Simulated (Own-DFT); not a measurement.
# A surface energy from a slab and the bulk: wurtzite AlN, m plane (10-10)

Source: density functional calculations with Own-DFT, an unreviewed in-house program that is no longer used. Nothing was measured or relaxed, and spin and spin-orbit coupling are left out.

Caveats (not all hold for every row): some atoms lie very close together; forces not confirmed at this smearing and k mesh; k mesh not checked against a denser one.

Both sets of runs: PBE; PseudoDojo norm-conserving scalar-relativistic files; cutoff 42 hartree; Gaussian smearing of 0.01 eV. The slab has 128 atoms in 16 layers, two equal faces of 62.02 Å² as cut, 15 Å of vacuum, a dipole correction along the normal and a 6 x 3 x 1 mesh. The bulk cell has 72 atoms, the same measured lattice constants and a 4 x 4 x 3 mesh. All atoms were moved at random; u is the rms move along one axis. Energies are counted from -174.06 eV for each atom.

| slab run | u (Å) | E (eV, cell) |
|---|---|---|
| 1 | 0.0183 | 20.248 |
| 2 | 0.0194 | 20.482 |
| 3 | 0.0205 | 20.467 |
| 4 | 0.0508 | 28.564 |
| 5 | 0.0522 | 28.605 |
| 6 | 0.0533 | 30.746 |
| 7 | 0.0967 | 58.735 |
| 8 | 0.0991 | 59.621 |
| 9 | 0.1001 | 60.719 |
| 10 | 0.1013 | 59.963 |
| 11 | 0.1041 | 64.837 |
| 12 | 0.1044 | 61.315 |

| bulk run | u (Å) | E (meV/atom) |
|---|---|---|
| 1 | 0.0195 | -3.16 |
| 2 | 0.0199 | -1.21 |
| 3 | 0.0202 | -1.54 |
| 4 | 0.0217 | -1.49 |
| 5 | 0.0963 | 280.18 |
| 6 | 0.1003 | 291.11 |
| 7 | 0.1013 | 326.09 |
| 8 | 0.1014 | 313.41 |
| 9 | 0.1021 | 329.41 |
| 10 | 0.1027 | 351.97 |

Asked: what is the energy of the unrelaxed surface?

## Answer

Take each set to u = 0 with E = a + b u². Residuals are scaled by 1/(u² + 0.0006 Å²) to tame the large moves. Slab: a = 18.83 ± 0.12 eV. Bulk: a = -15.3 ± 0.7 meV/atom. The excess is 18.83 - 128 x (-0.0153) = 20.79 ± 0.15 eV. Over two faces that is 168 meV/Å², or 2.68 ± 0.02 J/m². Relaxing the faces would lower the energy, and the unlike meshes and the reach from the smallest u down to zero add errors that aren't counted here.
